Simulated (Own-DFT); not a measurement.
## Calculated data, Si$_{12}$O$_{23}$ (quartz with two neutral oxygen vacancies, strained, atoms displaced)

A calculation, not a measurement: plane-wave PBE and HSE06 DFT by an unreviewed code, no spin, of a simulated cell at Gamma alone, so results move with cell size and shape, stress positive in tension, energies less offsets, not probed for a lower state with spin; oxygen file: force components 24 meV/angstrom off all-electron in a glass; k mesh not checked against a denser one; forces and stress are PBE's, HSE06 gives the energy alone, and its difference from PBE has offsets of its own; offsets are fitted by least squares, one for each functional and potential file, so energies compare only between cells with the same atoms and settings and are not formation energies; the far tail of each file's local potential was reset to the Coulomb form; each entry is a single point on an unrelaxed cell, so the pressure reflects the starting lattice, mostly measured values (interpolated for alloys), from which strain is counted, and rises with the displacements; printed positions are rounded, which can move forces by about a meV/angstrom; the program, named Own-DFT, is a retired in-house code; no spin-orbit coupling. Program: Own-DFT development build.

Settings shared by all entries: first functional PBE; second functional HSE06; exact exchange share 0.25; screening 0.11 1/bohr; exchange divergence Gygi-Baldereschi; potential files PseudoDojo norm-conserving, scalar-relativistic, made for PBE, standard set; wave cutoff 48 hartree; occupations fixed; k mesh 1 x 1 x 1 centred on Gamma.

(1) Si$_{12}$O$_{23}$ (quartz with two neutral oxygen vacancies, strained, atoms displaced)

```
Si12O23
1.0
      9.6968    -0.1380     0.0000
     -4.9679     8.6619    -0.1628
      0.0000    -0.2068    10.6706
Si O Si O Si O Si O Si O Si O Si O Si O
3 4 3 6 3 6 3 6 3 6 3 6 3 6 3 6
Direct
  0.23330 0.99076 0.00765
  0.99831 0.25128 0.33270
  0.28170 0.25896 0.16753
  0.20292 0.13805 0.06265
  0.36209 0.04958 0.40177
  0.07899 0.37966 0.44618
  0.31252 0.43985 0.10780
  0.23601 0.00345 0.48846
  0.98383 0.22902 0.82932
  0.26319 0.27353 0.66667
  0.18121 0.12532 0.55692
  0.42814 0.28040 0.71853
  0.36195 0.06374 0.88045
  0.06965 0.35098 0.93962
  0.14392 0.21843 0.78442
  0.28514 0.42320 0.60401
  0.25451 0.50976 0.00068
  0.98344 0.73350 0.33102
  0.28470 0.77340 0.16651
  0.23035 0.63487 0.05518
  0.42063 0.79563 0.24198
  0.36292 0.57475 0.39666
  0.07528 0.87553 0.44426
  0.14089 0.71464 0.25910
  0.27387 0.91742 0.10465
  0.25401 0.50840 0.49653
  0.99433 0.73810 0.83678
  0.24577 0.76555 0.66917
  0.20038 0.62596 0.56080
  0.43258 0.79589 0.73259
  0.37056 0.56792 0.89187
  0.07179 0.87403 0.94857
  0.13723 0.69420 0.77095
  0.31168 0.92133 0.60280
  0.73542 0.01353 0.00046
  0.51457 0.24888 0.32906
  0.76953 0.27204 0.17191
  0.71573 0.14394 0.05649
  0.91229 0.29681 0.23357
  0.86626 0.06277 0.39265
  0.57493 0.37036 0.44486
  0.63726 0.21082 0.27770
  0.77785 0.43196 0.11079
  0.74290 0.00974 0.49897
  0.49472 0.22430 0.83782
  0.76694 0.26457 0.66998
  0.70819 0.12790 0.56041
  0.92659 0.28470 0.72650
  0.87252 0.08677 0.88649
  0.57662 0.37268 0.94021
  0.62499 0.19854 0.79390
  0.79956 0.43957 0.61697
  0.72580 0.49221 0.99505
  0.50124 0.74470 0.33421
  0.76391 0.76183 0.16546
  0.72213 0.63750 0.06009
  0.93875 0.79905 0.23075
  0.86758 0.57156 0.39454
  0.57005 0.86119 0.44912
  0.63892 0.71582 0.28216
  0.79047 0.91937 0.10915
  0.73820 0.48342 0.49682
  0.50447 0.74499 0.82347
  0.75493 0.76248 0.66458
  0.69224 0.63613 0.54958
  0.92143 0.79596 0.73302
  0.85516 0.55893 0.89145
  0.57502 0.87956 0.92521
  0.63084 0.71735 0.78284
  0.79896 0.94004 0.61048
```

* PBE energy of cell above offsets: -2.150 eV
* HSE06 less PBE above offsets: 0.397 eV
* PBE pressure: 15.74 GPa
* PBE stress xx: -18.9 GPa
* PBE stress yy: -9.89 GPa
* PBE stress zz: -18.43 GPa
* PBE stress yz: -1.08 GPa
* PBE stress xz: -2.14 GPa
* PBE stress xy: -3.67 GPa

Force:
```csv
element,x (eV/Å),y (eV/Å),z (eV/Å)
Si,-2.002,7.645,-5.937
Si,4.933,-3.005,1.804
Si,-2.382,6.158,4.921
O,1.67,-4.669,-3.888
O,8.287,7.248,-9.049
O,-1.894,-2.314,-1.556
O,2.128,-2.577,2.152
Si,-3.764,0.39,11.65
Si,9.432,5.549,0.723
Si,1.187,-3.479,0.631
O,1.884,0.583,-0.01
O,-0.16,0.455,0.221
O,-2.457,-3.234,4.271
O,0.635,4.634,3.567
O,-0.458,-0.231,-1.072
O,1.617,0.632,0.997
Si,0.09,-7.832,-2.235
Si,9.155,-0.667,5.481
Si,-7.96,-2.43,-4.527
O,-3.906,5.74,3.135
O,4.06,2.942,-0.035
O,6.273,5.303,-8.677
O,-4.063,-6.536,-3.048
O,-3.689,-1.071,2.801
O,5.892,-2.385,5.395
Si,-7.294,-1.879,7.754
Si,1.612,-2.836,0.539
Si,9.322,1.438,-6.776
O,0.135,0.683,0.364
O,-7.68,1.749,-6.947
O,2.402,3.012,-3.553
O,-2.845,-3.922,-2.677
O,-8.491,-2.341,8.576
O,-3.102,3.069,-1.647
Si,4.377,-5.109,-2.656
Si,-6.851,-3.623,0.059
Si,-8.218,1.533,-6.703
O,-2.435,2.476,2.033
O,6.715,2.259,2.694
O,1.507,3.84,-3.378
O,-3.225,-3.549,-1.454
O,2.4,-1.464,-0.38
O,2.578,-2.934,2.883
Si,1.259,-5.578,0.873
Si,-5.435,3.541,-1.037
Si,-2.964,-0.056,1.114
O,-3.659,4.659,1.93
O,-3.691,2.788,-5.083
O,-3.999,-10.13,5.597
O,-6.568,-7.44,-3.441
O,8.535,0.588,-5.106
O,1.456,-2.904,1.306
Si,3.99,6.03,3.929
Si,2.758,-3.682,3.738
Si,0.005,2.074,1.981
O,-0.984,-0.926,-1.247
O,-6.384,2.562,-6.352
O,0.716,-0.254,-1.085
O,-0.037,1.795,1.109
O,0.982,-0.493,-1.4
O,-1.807,2.477,-1.899
Si,-0.612,7.277,3.943
Si,-3.623,-4.66,7.106
Si,-0.663,2.285,-0.562
O,2.071,-1.824,-0.167
O,0.147,-0.162,-0.525
O,2.548,3.528,-2.719
O,0.342,3.018,4.338
O,9.302,-1.605,-4.067
O,0.906,-2.163,1.274
```

(2) Si$_{12}$O$_{23}$ (quartz with two neutral oxygen vacancies, strained, atoms displaced)

```
Si12O23
1.0
      9.6936    -0.1060     0.0626
     -4.9386     8.6686    -0.1997
      0.0688    -0.2140    10.9069
Si O Si O Si O Si O Si O Si O Si O Si O
3 4 3 6 3 6 3 6 3 6 3 6 3 6 3 6
Direct
  0.22988 0.00235 0.99773
  0.98107 0.22157 0.32474
  0.26162 0.26633 0.16298
  0.20791 0.12671 0.05671
  0.36262 0.06789 0.39087
  0.05543 0.35153 0.44801
  0.28998 0.42479 0.12156
  0.23628 0.00277 0.49745
  0.97979 0.22058 0.83412
  0.25765 0.25948 0.66701
  0.19124 0.13282 0.55390
  0.41747 0.29268 0.74330
  0.36465 0.06499 0.88784
  0.06179 0.36143 0.93578
  0.12704 0.19981 0.77233
  0.29523 0.43412 0.61391
  0.23866 0.49803 0.99998
  0.99572 0.73271 0.33340
  0.26510 0.76095 0.15722
  0.19467 0.63495 0.05687
  0.42799 0.79056 0.21876
  0.36362 0.55197 0.38701
  0.06382 0.85912 0.45231
  0.14900 0.70664 0.28448
  0.28756 0.91983 0.10997
  0.23359 0.48296 0.49799
  0.00300 0.75103 0.84154
  0.28607 0.77712 0.67084
  0.21116 0.64338 0.55155
  0.43167 0.80065 0.72933
  0.36539 0.57323 0.87357
  0.06239 0.86596 0.94492
  0.15109 0.72054 0.78898
  0.29625 0.93448 0.62026
  0.74258 0.01623 0.00195
  0.50298 0.24026 0.33311
  0.77554 0.27258 0.14878
  0.69467 0.12473 0.06271
  0.93256 0.28480 0.22791
  0.85430 0.06438 0.38955
  0.57992 0.37745 0.44805
  0.63257 0.21724 0.27192
  0.79398 0.41638 0.10955
  0.75095 0.01117 0.49633
  0.49644 0.23273 0.83057
  0.75820 0.26954 0.66848
  0.70531 0.12032 0.57562
  0.92406 0.29267 0.72535
  0.87309 0.08712 0.90130
  0.58601 0.37102 0.93977
  0.63507 0.20570 0.78474
  0.78570 0.42385 0.60532
  0.72207 0.50855 0.01309
  0.49091 0.74299 0.33386
  0.76228 0.76304 0.17191
  0.70689 0.62939 0.06998
  0.93592 0.80309 0.21678
  0.85997 0.56280 0.38895
  0.59016 0.87674 0.44050
  0.62331 0.71603 0.27358
  0.78800 0.91592 0.10551
  0.73850 0.51201 0.50094
  0.50340 0.73478 0.82976
  0.76149 0.77304 0.67324
  0.71698 0.62817 0.56094
  0.92992 0.80091 0.72130
  0.85074 0.56608 0.89220
  0.57909 0.86124 0.94987
  0.63300 0.70096 0.78344
  0.79305 0.93084 0.60158
```

* PBE energy of cell above offsets: -8.368 eV
* HSE06 less PBE above offsets: 0.988 eV
* PBE pressure: 7.41 GPa
* PBE stress xx: -8.3 GPa
* PBE stress yy: -9.23 GPa
* PBE stress zz: -4.69 GPa
* PBE stress yz: -5.02 GPa
* PBE stress xz: 2.31 GPa
* PBE stress xy: 1.19 GPa

Force:
```csv
element,x (eV/Å),y (eV/Å),z (eV/Å)
Si,6.043,-4.328,-0.654
Si,8.386,-0.822,5.871
Si,1.11,-3.752,5.326
O,-3.465,4.734,2
O,1.06,1.54,-0.847
O,0.454,-0.678,-0.854
O,-1.956,4.37,-4.228
Si,0.018,-1.655,3.131
Si,4.209,9.722,-7.165
Si,-0.434,2.073,-0.306
O,1.222,-0.139,-0.153
O,-1.662,0.822,-2.789
O,-0.6,0.275,0.805
O,1.751,2.189,2.257
O,-1.766,-0.509,1.065
O,1.298,-2.242,1.121
Si,-1.653,0.094,-1.597
Si,2.088,-0.24,0.006
Si,-1.684,2.848,5.001
O,2.021,-5.038,-3.912
O,0.058,0.389,-0.144
O,-0.089,2.552,-0.482
O,-0.296,-0.567,-1.359
O,-2.143,0.562,-0.868
O,-1.464,1.904,-2.138
Si,-2.802,3.107,-0.143
Si,0.661,-8.18,-6.623
Si,-9.47,-2.548,-3.99
O,1.767,-0.753,0.832
O,7.874,1.015,3.214
O,-1.927,-2.816,3.764
O,-0.799,4.07,4.602
O,-1.214,0.617,-0.636
O,-0.887,1.337,-2.035
Si,2.213,-8.516,1.181
Si,-4.295,0.706,1.171
Si,1.497,-5.293,8.461
O,-2.154,1.451,0.256
O,-7.198,3.152,-7.853
O,4.11,2.776,-5.97
O,-2.843,-4.237,-2.613
O,4.402,-0.233,-2.901
O,-4.096,8.778,-4.077
Si,-4.259,-2.497,6.354
Si,0.398,-0.679,3.677
Si,1.165,-0.032,-0.178
O,-1.199,1.274,-0.515
O,0.394,-0.4,0.904
O,-1.809,-7.76,3.457
O,-2.877,-2.991,-0.385
O,1.185,0.012,-1.555
O,0.349,-0.237,0.351
Si,10.6,-7.801,-6.711
Si,-0.064,-2.073,2.514
Si,-2.136,2.98,1.201
O,-6.106,6.072,4.011
O,1.683,-1.179,2.464
O,1.084,2.26,-1.917
O,-3.25,-3.11,-1.431
O,3.6,-0.758,-1.355
O,-0.683,2.307,-1.283
Si,7.052,-7.12,-2.248
Si,-3.182,2.569,2.65
Si,1.595,-0.368,-3.241
O,-7.21,10.02,6.452
O,1.147,0.06,2.084
O,0.49,3.227,0.473
O,-0.489,-0.067,-1.667
O,3.269,0.201,-2.46
O,1.915,-2.447,2.629
```

(3) Si$_{12}$O$_{23}$ (quartz with two neutral oxygen vacancies, strained, atoms displaced)

```
Si12O23
1.0
      9.9822     0.0329     0.0348
     -4.9626     8.4753    -0.0275
      0.0382    -0.0129    11.0110
Si O Si O Si O Si O Si O Si O Si O Si O
3 6 3 6 3 6 3 6 3 6 3 4 3 6 3 6
Direct
  0.23807 0.01059 0.01578
  0.00812 0.22163 0.33889
  0.27453 0.25695 0.17467
  0.21306 0.13312 0.06794
  0.42450 0.28352 0.22589
  0.37556 0.05877 0.39604
  0.07541 0.38327 0.44974
  0.13397 0.21248 0.27178
  0.28498 0.43702 0.11724
  0.24197 0.99147 0.50757
  0.00934 0.24700 0.83929
  0.27065 0.26439 0.67386
  0.21257 0.13141 0.56174
  0.44138 0.29859 0.73126
  0.37099 0.06978 0.90273
  0.07774 0.37082 0.92991
  0.11390 0.19162 0.77334
  0.29450 0.44125 0.60302
  0.23060 0.49492 0.99892
  0.99185 0.73254 0.33745
  0.26419 0.76073 0.16640
  0.19514 0.62541 0.06131
  0.44844 0.81040 0.22526
  0.35591 0.55936 0.39359
  0.06938 0.86345 0.43038
  0.14502 0.71973 0.27854
  0.29227 0.93947 0.10021
  0.24523 0.49975 0.50417
  0.00733 0.74614 0.83620
  0.26056 0.75290 0.66335
  0.21779 0.64026 0.56286
  0.42829 0.78730 0.72636
  0.37136 0.55991 0.89090
  0.06538 0.85151 0.93980
  0.15040 0.70352 0.76920
  0.30368 0.92562 0.60420
  0.72829 0.99388 0.98911
  0.51729 0.26572 0.33361
  0.76800 0.28342 0.17082
  0.70971 0.14217 0.05173
  0.92194 0.29512 0.22414
  0.85326 0.06259 0.39737
  0.58083 0.37120 0.43924
  0.64964 0.21858 0.27345
  0.78843 0.44019 0.11697
  0.73522 0.01274 0.51149
  0.52325 0.24656 0.83568
  0.76391 0.26433 0.66284
  0.69919 0.12702 0.55411
  0.86297 0.06223 0.89484
  0.56751 0.35951 0.93850
  0.81497 0.44053 0.61746
  0.73694 0.50970 0.99484
  0.52593 0.75740 0.33795
  0.76758 0.77120 0.16926
  0.68753 0.62439 0.06340
  0.93397 0.80461 0.23834
  0.88136 0.57959 0.38152
  0.59101 0.88415 0.44032
  0.64402 0.71158 0.27706
  0.78447 0.93334 0.10743
  0.74354 0.50043 0.49255
  0.49713 0.72245 0.83731
  0.74882 0.73821 0.67086
  0.72069 0.62843 0.55945
  0.93077 0.77386 0.72687
  0.87194 0.57205 0.89552
  0.57125 0.85418 0.95001
  0.61862 0.69339 0.76161
  0.80286 0.92813 0.60101
```

* PBE pressure: —
* PBE stress yy: —
* PBE stress zz: —

Questions
1. Si$_{12}$O$_{23}$ (quartz with two neutral oxygen vacancies, strained, atoms displaced) (entry 3): PBE pressure?
2. What PBE stress yy does the calculation give for Si$_{12}$O$_{23}$ (quartz with two neutral oxygen vacancies, strained, atoms displaced) (entry 3)?
3. Give the missing PBE stress zz for Si$_{12}$O$_{23}$ (quartz with two neutral oxygen vacancies, strained, atoms displaced) (entry 3).

Answers
1. 5.87 GPa
2. -5.91 GPa
3. -9.43 GPa

Further results for Si$_{12}$O$_{23}$ (quartz with two neutral oxygen vacancies, strained, atoms displaced) (entry 3):

- PBE energy of cell above offsets: -3.480 eV
- HSE06 less PBE above offsets: 1.602 eV
- PBE stress xx: -2.26 GPa
- PBE stress yz: -4.92 GPa
- PBE stress xz: 1.37 GPa
- PBE stress xy: 1.84 GPa

Force:
```csv
element,x (eV/Å),y (eV/Å),z (eV/Å)
Si,0.429,-3.388,-12.75
Si,-9.054,3.273,2.639
Si,-7.553,3.62,-2.089
O,-5.121,4.708,1.902
O,3.008,1.743,1.008
O,-0.513,3.52,-0.444
O,-0.246,-4.183,-2.375
O,4.933,-0.996,-1.784
O,1.971,-3.077,0.275
Si,-2.041,0.912,-5.07
Si,-5.042,-8.473,-6.145
Si,-0.587,0.475,-0.721
O,-0.02,1.015,1.112
O,-3.336,0.179,-1.746
O,-0.503,1.731,-0.773
O,-0.031,4.997,5.302
O,4.046,0.941,-2.293
O,7.362,-6.877,9.816
Si,1.869,1.924,1.442
Si,6.164,6.878,-5.582
Si,1.04,2.679,1.429
O,0.368,0.645,-0.539
O,-1.8,-1.237,-0.294
O,3.698,4.507,-3.396
O,1.801,4.662,5.438
O,-0.696,-0.256,-0.588
O,6.966,-7.254,8.26
Si,-7.41,3.534,-5.721
Si,4.011,-7.108,-3.988
Si,3.438,6.234,2.505
O,0.734,-4.592,-5.459
O,0.777,-0.311,1.054
O,-1.643,-2.001,1.931
O,1.401,7.582,7.261
O,-6.17,-0.84,5.232
O,1.133,-1.57,2.49
Si,-0.537,4.135,5.005
Si,2.74,-11.15,-3.561
Si,4.494,-2.9,-4.327
O,0.05,0.498,0.375
O,3.174,-0.514,2.114
O,2.712,3.041,-1.799
O,-0.112,3.86,4.342
O,-5.814,-0.513,4.377
O,-1.345,2.01,-2.228
Si,9.313,-8.069,-2.93
Si,0.732,-7.397,-4.422
Si,0.604,-0.523,3.841
O,-7.332,8.801,4.638
O,2.129,2.696,-2.491
O,1.013,6.281,5.628
O,-1.75,0.623,-3.591
Si,0.225,-2.104,1.836
Si,-4.047,-3.497,-1.505
Si,1.096,1.119,-1.621
O,0.387,1.684,0.527
O,-3.618,0.201,-3.821
O,-4.544,-11.09,5.489
O,-1.991,-2.165,-0.007
O,-0.167,-0.74,1.1
O,1.646,-1.77,1.056
Si,4.548,0.622,1.703
Si,-2.524,3.084,-1.525
Si,4.257,7.074,-2.06
O,-1.194,-0.308,-1.09
O,-5.145,0.513,-3.597
O,-0.106,0.2,-0.369
O,-1.741,-3.45,-2.745
O,-0.575,-1.284,2.328
O,0.039,-2.557,1.991
```
